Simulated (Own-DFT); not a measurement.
# Energy and forces against displacement in zincblende GaP, 96 atoms (Ga48P48)

Calculated results; nothing here was measured. They come from Own-DFT, an in-house plane-wave density functional program, since retired, whose code no person has reviewed. Each row is one single-point run on a periodic cell that was not relaxed, without spin or spin-orbit coupling.

Settings of every run: PBE; PseudoDojo norm-conserving scalar-relativistic files; cutoff 42 hartree; 2 x 3 x 3 k mesh centred on Gamma; Fermi-Dirac smearing of 0.1 eV.

Known limits, some of them of some rows only: some atoms lie very close together; forces on such cells moved up to 12 meV/angstrom on a denser k mesh; forces on such cells passed a denser k mesh, each cell not checked; stress not checked against mesh or cutoff.

Cell vectors in Å: (16.352, 0.000, 0.000); (0.000, 10.901, 0.000); (0.000, 0.000, 10.901). In each run every atom was moved at random and independently from its ideal site; u is the rms move along one axis. E is the free energy for each atom above the fitted value at u = 0, and F the rms of the force components.

```
run   u (Å)  E (meV/atom)  F (eV/Å)  largest force (eV/Å)  P (GPa)
  1  0.0198           7.5     0.279                  0.93     2.72
  2  0.0209           8.5     0.307                  1.11     2.73
  3  0.0210           7.8     0.290                  1.17     2.72
  4  0.0461          38.0     0.654                  2.28     3.17
  5  0.0498             ?         ?                     ?        ?
  6  0.1012         196.6     1.661                  5.87     5.51
  7  0.1077         215.5     1.817                  7.95     5.84
  8  0.1449         369.1     2.397                 14.03     7.84
  9  0.1965         691.5     3.756                 16.71    13.18
```

## Worked fit

For small independent moves the energy grows as E = (3/2) K u², with K the mean stiffness felt by one atom. The runs with u up to 0.11 Å give K = 12.4 ± 0.2 eV/Å², with residuals divided by u² + 0.0006 Å², since the noise grows with the moves. The scatter is 1.5 meV/atom at u = 0.05 Å. The forces follow F = G u with G = 15.1 eV/Å²; no force at u = 0 is resolved. G exceeds K because the moves of its neighbours add to the force on an atom, and stiffness differs between atoms. At u = 0.197 Å the parabola gives 721 meV/atom and the run 692. The pressure follows P = 2.60 + 281 u² GPa: at fixed volume, shortened bonds push harder than stretched ones pull.

## Withheld run

Question: what energy and rms force should run 5 give?

The fit gives 46 ± 2 meV/atom and about 0.75 eV/Å. The calculation gave 42.7 meV/atom and 0.709 eV/Å.
